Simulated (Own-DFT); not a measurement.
# Cleaving wurtzite AlN, m plane (10-10)

Everything here is calculated. The program is Own-DFT (plane waves, in-house, since retired, never reviewed by a person); positions were held fixed, and spin and spin-orbit coupling were off.

Known weak points (not all hold for every row): some atoms lie very close together; k mesh not checked against a denser one.

Both sets of runs: PBE; PseudoDojo norm-conserving scalar-relativistic files; cutoff 42 hartree; Gaussian smearing of 0.01 eV. The slab has 128 atoms in 16 layers, two equal faces of 62.02 Å² as cut, 15 Å of vacuum, a dipole correction along the normal and a 6 x 3 x 1 mesh. The bulk cell has 128 atoms, the same measured lattice constants and a 3 x 3 x 3 mesh. In the slab only the 32 atoms nearest the faces were moved at random; u is their rms move along one axis. Energies are counted from -174.06 eV for each atom.

```
slab run   u (Å)  E (eV, cell)
       1  0.0429        20.003
       2  0.0430        20.253
       3  0.0474        21.489
       4  0.0504        21.021
       5  0.0509        21.348
       6  0.0509        21.791
       7  0.0552        20.570
       8  0.0874        24.839
       9  0.0968        27.760
      10  0.1024        27.673
      11  0.1043        29.438
      12  0.1084        26.685
```

| bulk run | u (Å) | E (meV/atom) |
|---|---|---|
| 1 | 0.0196 | -1.88 |
| 2 | 0.0197 | -1.60 |
| 3 | 0.0204 | -0.75 |
| 4 | 0.0208 | -1.15 |
| 5 | 0.0210 | -0.32 |
| 6 | 0.0957 | 283.75 |
| 7 | 0.0974 | 260.35 |
| 8 | 0.0983 | 298.71 |
| 9 | 0.1013 | 327.55 |
| 10 | 0.1022 | 296.41 |

Asked: what is the energy of the unrelaxed surface?

## Solution

Take each set to u = 0 with E = a + b u². Rows are weighted down as u grows, with residuals divided by u² + 0.0006 Å². Slab: a = 18.90 ± 0.33 eV. Bulk: a = -14.1 ± 0.7 meV/atom. The excess is 18.90 - 128 x (-0.0141) = 20.70 ± 0.34 eV. Over two faces that is 167 meV/Å², or 2.67 ± 0.04 J/m². Relaxing the faces would lower the energy, and the unlike meshes and the reach from the smallest u down to zero add errors that aren't counted here.
